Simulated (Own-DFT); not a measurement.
# Computed records: SiC (4H silicon carbide, atoms displaced)

A calculation, not a measurement: plane-wave PBE density functional theory by an unreviewed code, no spin, of a simulated periodic cell, stress positive in tension, free energy of the whole cell less one offset for each atom, forces on such cells passed a denser k mesh, this cell's mesh not checked; offsets are fitted by least squares, one for each functional and potential file, so energies compare only between cells with the same atoms and settings and are not formation energies; the far tail of each file's local potential was reset to the Coulomb form; each entry is a single point on an unrelaxed cell, so the pressure reflects the starting lattice, mostly measured values (interpolated for alloys), from which strain is counted, and rises with the displacements; printed positions are rounded, which can move forces by about a meV/angstrom; the program, named Own-DFT, is a retired in-house code; no spin-orbit coupling. Program: Own-DFT development build.

Settings shared by all entries: functional PBE; potential files PseudoDojo norm-conserving, scalar-relativistic, standard set; wave cutoff 42 hartree; occupations Fermi-Dirac; smearing width 0.1 eV; hardware one NVIDIA H100; k mesh 5 x 5 x 3 centred on Gamma.

(1) SiC (4H silicon carbide, atoms displaced)

```
cell vectors (Å)
   6.1654     0.0000     0.0000
  -3.0827     5.3394     0.0000
   0.0000     0.0000    10.0681
atoms (fractions of the cell vectors)
Si  0.98580  0.99343  0.40751
Si  0.16108  0.33099  0.15571
C   0.99968  0.98962  0.09360
C   0.16269  0.33418  0.34494
Si  0.99848  0.49828  0.40699
Si  0.16573  0.82933  0.15214
C   0.00086  0.50202  0.09203
C   0.17158  0.84502  0.34226
Si  0.50574  0.99584  0.41281
Si  0.65997  0.32468  0.15817
C   0.49408  0.99020  0.09039
C   0.66063  0.33472  0.34452
Si  0.50272  0.50114  0.41361
Si  0.66992  0.83178  0.15501
C   0.50313  0.49316  0.09408
C   0.68578  0.84257  0.34310
Si  0.99336  0.99315  0.91265
Si  0.84334  0.67358  0.65842
C   0.99929  0.00526  0.59174
C   0.82565  0.66204  0.84711
Si  0.99831  0.50202  0.90330
Si  0.83188  0.16530  0.65539
C   0.99898  0.49610  0.59283
C   0.82574  0.17281  0.84830
Si  0.50186  0.00262  0.90496
Si  0.34147  0.67976  0.65758
C   0.50081  0.00489  0.58971
C   0.33993  0.67815  0.84889
Si  0.50106  0.49951  0.90513
Si  0.33944  0.17266  0.64939
C   0.49563  0.49689  0.59749
C   0.32620  0.16242  0.84627
```

It finds free energy of cell above offsets -4.469 eV; pressure 3.95 GPa; stress xx -3.59 GPa; stress yy -3.18 GPa; stress zz -5.09 GPa; stress yz -0.41 GPa; stress xz -0.06 GPa; stress xy -0.4 GPa; wall time 130.1 s.

Force:
```
element  x (eV/Å)  y (eV/Å)  z (eV/Å)
     Si     3.288     2.036    -0.233
     Si       0.8     0.118     0.139
      C    -0.791     1.108     0.404
      C     0.479     0.003     0.225
     Si    -0.356     0.892    -0.926
     Si     0.376      0.01     1.282
      C    -0.278    -1.037     0.015
      C     0.412    -1.181       0.7
     Si    -0.946     0.608    -3.186
     Si     0.475     0.193    -0.371
      C     0.649     0.702     0.708
      C     0.919    -0.508     0.766
     Si    -0.634    -0.028    -1.813
     Si    -0.379    -0.648     0.052
      C    -1.033     0.359    -0.062
      C    -3.281    -2.081    -0.053
     Si    -0.151     0.782    -1.505
     Si    -0.676    -0.617    -0.165
      C     0.437    -0.578     0.626
      C     0.685     0.839    -0.843
     Si      0.35     0.289     0.909
     Si     0.089     0.563     0.895
      C     0.128      0.95     0.697
      C     1.654    -0.675     -1.16
     Si    -0.935     0.392       0.7
     Si    -0.423    -1.464      0.38
      C     0.505    -0.229     1.623
      C    -0.116    -1.267    -1.319
     Si    -0.815     -0.64     0.649
     Si    -1.093    -0.905     1.943
      C      0.63     1.814    -0.105
      C     0.032     0.199    -0.971
```

(2) SiC (4H silicon carbide, atoms displaced)

```
cell vectors (Å)
   6.1654     0.0000     0.0000
  -3.0827     5.3394     0.0000
   0.0000     0.0000    10.0681
atoms (fractions of the cell vectors)
Si  0.99546  0.99459  0.40933
Si  0.16802  0.33296  0.15433
C   0.00139  0.99940  0.08703
C   0.16766  0.33217  0.34395
Si  0.99443  0.50009  0.40560
Si  0.17702  0.83848  0.15659
C   0.98763  0.49749  0.09820
C   0.16071  0.83212  0.34591
Si  0.50485  0.99880  0.40670
Si  0.67700  0.34214  0.15721
C   0.50126  0.99584  0.09405
C   0.67783  0.34109  0.34311
Si  0.49720  0.49925  0.40167
Si  0.66763  0.83449  0.15908
C   0.49929  0.50762  0.08960
C   0.66680  0.83498  0.34254
Si  0.99579  0.99661  0.90847
Si  0.82288  0.66549  0.65669
C   0.99693  0.99607  0.59713
C   0.82660  0.66610  0.83933
Si  0.99782  0.50953  0.90979
Si  0.83298  0.16513  0.66010
C   0.99555  0.49871  0.59393
C   0.83248  0.16180  0.84718
Si  0.49305  0.99174  0.90771
Si  0.32603  0.67127  0.65534
C   0.50498  0.00240  0.59155
C   0.33535  0.67285  0.84399
Si  0.50041  0.50581  0.90617
Si  0.33221  0.17472  0.65733
C   0.50938  0.49376  0.59674
C   0.33780  0.17195  0.84354
```

The calculation gives: free energy of cell above offsets -4.705 eV; pressure 3.89 GPa; stress xx -3.31 GPa; stress yy -2.84 GPa; stress zz -5.51 GPa; stress yz 0 GPa; stress xz -0.26 GPa; stress xy -1.62 GPa; wall time 118.9 s.

Force:
```
element  x (eV/Å)  y (eV/Å)  z (eV/Å)
     Si     0.203     0.754    -0.109
     Si    -0.382    -0.108    -0.044
      C     0.166    -0.041     2.289
      C     -0.49    -0.271    -0.071
     Si     1.404     0.285     0.564
     Si     -1.32    -0.449     0.277
      C     2.459      1.35    -1.114
      C     0.971     0.455    -0.232
     Si    -1.081     0.561     -0.18
     Si    -2.174    -1.405    -0.074
      C    -0.039     0.955     0.316
      C    -1.502    -1.199    -0.113
     Si     0.685    -0.122     1.166
     Si     0.421     0.146     -1.17
      C     0.593    -0.547     1.174
      C     0.197    -0.348     0.518
     Si     0.494     0.493    -1.705
     Si     1.896     0.244    -0.061
      C    -0.113     0.531     -0.52
      C     0.491     0.295     1.378
     Si     0.327    -1.233    -0.763
     Si    -0.144     0.217    -0.218
      C     0.021     0.043     0.036
      C    -0.602     0.859     0.159
     Si      0.34     1.719    -0.325
     Si       1.1    -0.401    -0.111
      C    -0.659    -0.059      0.54
      C    -0.717    -1.015    -0.013
     Si    -0.048    -0.543     -0.58
     Si     0.885    -1.491     0.009
      C    -2.927     0.887    -1.655
      C    -0.456     -0.56     0.632
```

(3) SiC (4H silicon carbide, atoms displaced)

```
cell vectors (Å)
   6.1654     0.0000     0.0000
  -3.0827     5.3394     0.0000
   0.0000     0.0000    10.0681
atoms (fractions of the cell vectors)
Si  0.99929  0.00206  0.40552
Si  0.16584  0.32891  0.15224
C   0.99269  0.00354  0.09627
C   0.16828  0.32946  0.34906
Si  0.99709  0.49708  0.40594
Si  0.17048  0.83601  0.16276
C   0.99696  0.49955  0.09835
C   0.16544  0.83077  0.33983
Si  0.50190  0.99858  0.40435
Si  0.67256  0.33247  0.16060
C   0.50336  0.00348  0.09369
C   0.66867  0.32796  0.34417
Si  0.50444  0.50212  0.40852
Si  0.66654  0.83489  0.15634
C   0.50274  0.49683  0.09883
C   0.66932  0.83506  0.35383
Si  0.00899  0.99541  0.90337
Si  0.82765  0.65547  0.65150
C   0.00031  0.99472  0.59282
C   0.83625  0.66920  0.84503
Si  0.99603  0.49934  0.90439
Si  0.83771  0.17157  0.66050
C   0.99961  0.50839  0.59596
C   0.82716  0.16416  0.84574
Si  0.51066  0.01399  0.90623
Si  0.33346  0.66406  0.65966
C   0.49649  0.99674  0.59513
C   0.33119  0.66335  0.84303
Si  0.48894  0.49502  0.90902
Si  0.33261  0.16500  0.65640
C   0.50394  0.50405  0.59764
C   0.33346  0.16652  0.84206
```

It finds free energy of cell above offsets -4.734 eV; pressure 3.82 GPa; stress xx -4.03 GPa; stress yy -3.46 GPa; stress zz -3.95 GPa; stress yz 0.13 GPa; stress xz 0.39 GPa; stress xy -0.71 GPa; wall time 121.8 s.

Force:
```
element  x (eV/Å)  y (eV/Å)  z (eV/Å)
     Si     0.844     -0.21     0.663
     Si    -0.303     0.843     1.544
      C     1.627    -0.802    -0.868
      C    -0.163     0.784    -0.961
     Si     0.768     0.201     0.237
     Si    -0.555    -0.142    -2.369
      C     0.797     0.518    -0.976
      C     0.061     0.164     2.108
     Si    -0.681    -0.207     1.174
     Si    -0.565     0.004    -0.664
      C    -0.349    -0.252      0.24
      C    -0.569     0.496      0.65
     Si     -0.25    -0.649       0.1
     Si    -0.171    -0.401     0.706
      C     -0.38      0.14     -0.64
      C    -0.115    -0.426    -2.045
     Si    -1.703     0.236      0.91
     Si    -0.223     2.019     1.749
      C    -0.409     0.508      0.44
      C    -0.729    -0.926    -0.431
     Si     0.283     0.203     0.927
     Si    -0.282    -0.817    -1.218
      C     1.349    -1.405    -0.731
      C      1.76     0.599    -0.167
     Si    -0.908    -2.023     0.243
     Si    -0.271     0.644    -0.693
      C     0.468      0.44    -0.146
      C    -0.259     0.638     1.097
     Si     1.268      0.84    -0.133
     Si      0.03    -0.154    -0.549
      C    -0.642    -1.158    -0.785
      C     0.272     0.294     0.588
```

(4) SiC (4H silicon carbide, atoms displaced)

```
cell vectors (Å)
   6.1654     0.0000     0.0000
  -3.0827     5.3394     0.0000
   0.0000     0.0000    10.0681
atoms (fractions of the cell vectors)
Si  0.99616  0.00049  0.41068
Si  0.16991  0.33272  0.15888
C   0.00714  0.99822  0.09377
C   0.16513  0.33783  0.34860
Si  0.99380  0.49528  0.40673
Si  0.16523  0.83579  0.15762
C   0.99634  0.50399  0.09772
C   0.16702  0.83594  0.34693
Si  0.49415  0.99300  0.41049
Si  0.66026  0.32717  0.15430
C   0.49981  0.99586  0.09286
C   0.66342  0.32142  0.34830
Si  0.50019  0.50607  0.40737
Si  0.66084  0.82491  0.15401
C   0.50676  0.50656  0.09067
C   0.66835  0.82335  0.33726
Si  0.99681  0.99871  0.90726
Si  0.82817  0.67288  0.65483
C   0.99816  0.99629  0.59237
C   0.83568  0.67320  0.84256
Si  0.99597  0.50191  0.90018
Si  0.83741  0.16530  0.65159
C   0.00062  0.48711  0.59398
C   0.83514  0.16826  0.84401
Si  0.50361  0.99622  0.90974
Si  0.34029  0.67167  0.65576
C   0.49621  0.99904  0.59167
C   0.32702  0.66024  0.84238
Si  0.50513  0.50554  0.90517
Si  0.32664  0.15404  0.65278
C   0.50085  0.50346  0.59396
C   0.33550  0.16994  0.84333
```

It finds free energy of cell above offsets -4.797 eV; pressure 3.72 GPa; stress xx -2.39 GPa; stress yy -4.01 GPa; stress zz -4.76 GPa; stress yz 0.13 GPa; stress xz -0.29 GPa; stress xy -0.02 GPa; wall time 122.9 s.

Force:
```
element  x (eV/Å)  y (eV/Å)  z (eV/Å)
     Si     0.477    -0.088    -1.862
     Si    -0.732     0.308     -0.46
      C    -1.386     0.485     0.057
      C     0.604    -0.623    -0.569
     Si     0.023     0.593     0.028
     Si     0.601    -0.598     0.306
      C     0.693    -0.674    -1.031
      C    -0.369    -0.394         0
     Si     0.544    -0.057    -1.667
     Si     0.638     0.509     0.872
      C    -0.204    -0.022     0.465
      C    -0.986     0.684    -0.748
     Si     0.677    -1.322    -0.197
     Si     0.853     1.383     0.062
      C    -0.481    -1.436     0.304
      C    -0.808     1.153      1.61
     Si     0.846     0.966    -0.115
     Si     1.406    -1.597     0.217
      C    -0.188     0.083     0.235
      C    -0.267    -0.228    -0.224
     Si     0.405    -0.155     1.467
     Si    -0.849     -0.26     1.374
      C    -0.875     2.038    -0.054
      C    -0.219    -0.485    -0.346
     Si    -0.952     0.214    -1.334
     Si    -0.792    -1.044     0.134
      C     0.968    -0.229     0.659
      C     0.535     0.978     0.292
     Si    -0.503    -0.824    -0.483
     Si     0.047     1.858     1.124
      C     0.022    -0.602    -0.155
      C      0.27    -0.611     0.039
```

(5) SiC (4H silicon carbide, atoms displaced)

```
cell vectors (Å)
   6.1654     0.0000     0.0000
  -3.0827     5.3394     0.0000
   0.0000     0.0000    10.0681
atoms (fractions of the cell vectors)
Si  0.99275  0.98856  0.40590
Si  0.16185  0.32698  0.15061
C   0.99670  0.99886  0.09282
C   0.16891  0.33416  0.34271
Si  0.00728  0.50030  0.40615
Si  0.17066  0.84023  0.15253
C   0.99878  0.50341  0.09251
C   0.16144  0.83045  0.34448
Si  0.49517  0.00361  0.40702
Si  0.66626  0.33888  0.15814
C   0.49590  0.00287  0.09962
C   0.66623  0.33687  0.34596
Si  0.50160  0.49657  0.40453
Si  0.67361  0.83669  0.15450
C   0.49953  0.50202  0.09415
C   0.67655  0.84039  0.34162
Si  0.00460  0.00287  0.90382
Si  0.82764  0.66114  0.65599
C   0.99989  0.99721  0.59253
C   0.82652  0.66356  0.84729
Si  0.99798  0.49895  0.90359
Si  0.83242  0.15998  0.65554
C   0.00494  0.50687  0.59655
C   0.83251  0.16764  0.84181
Si  0.50847  0.00238  0.89938
Si  0.32211  0.65850  0.65720
C   0.49735  0.99803  0.59505
C   0.33529  0.66948  0.84245
Si  0.49984  0.51096  0.90754
Si  0.33124  0.16914  0.65649
C   0.49560  0.49861  0.59254
C   0.33147  0.17564  0.84238
```

The calculation gives: free energy of cell above offsets -5.052 eV; pressure 3.52 GPa; stress xx -4.62 GPa; stress yy -2.62 GPa; stress zz -3.33 GPa; stress yz -0.34 GPa; stress xz 0.2 GPa; stress xy -1.07 GPa; wall time 122 s.

Force:
```
element  x (eV/Å)  y (eV/Å)  z (eV/Å)
     Si     0.456      1.61     0.037
     Si    -0.186     1.227     1.206
      C      0.55      0.21    -0.873
      C     0.112     -0.71    -0.104
     Si    -0.638    -0.166     0.019
     Si    -0.363    -1.023     0.952
      C     0.235    -0.277    -0.219
      C     0.595     0.163     -0.46
     Si     0.848    -0.483      -0.3
     Si     0.307    -0.284     -0.27
      C     1.342     0.365    -1.799
      C     0.841    -0.238    -0.086
     Si    -0.828     1.002     0.051
     Si    -1.397    -0.256     0.585
      C    -0.222     0.074    -0.212
      C    -1.511     -0.98     0.398
     Si    -0.437    -0.382     0.199
     Si    -0.147     0.493     0.294
      C    -0.214    -0.232     0.299
      C     0.594     0.646    -0.859
     Si    -0.175     0.366     0.609
     Si     -0.36     0.595    -0.529
      C    -0.839    -1.608     -0.68
      C     0.844     0.048     0.112
     Si    -1.808     0.295     1.566
     Si     1.376     1.243    -0.363
      C     -0.05     -0.01     0.005
      C    -0.657     -0.01     0.306
     Si     0.467    -1.147      0.08
     Si     0.269    -0.294     -0.35
      C     0.062     0.077    -0.013
      C     0.934    -0.315       0.4
```
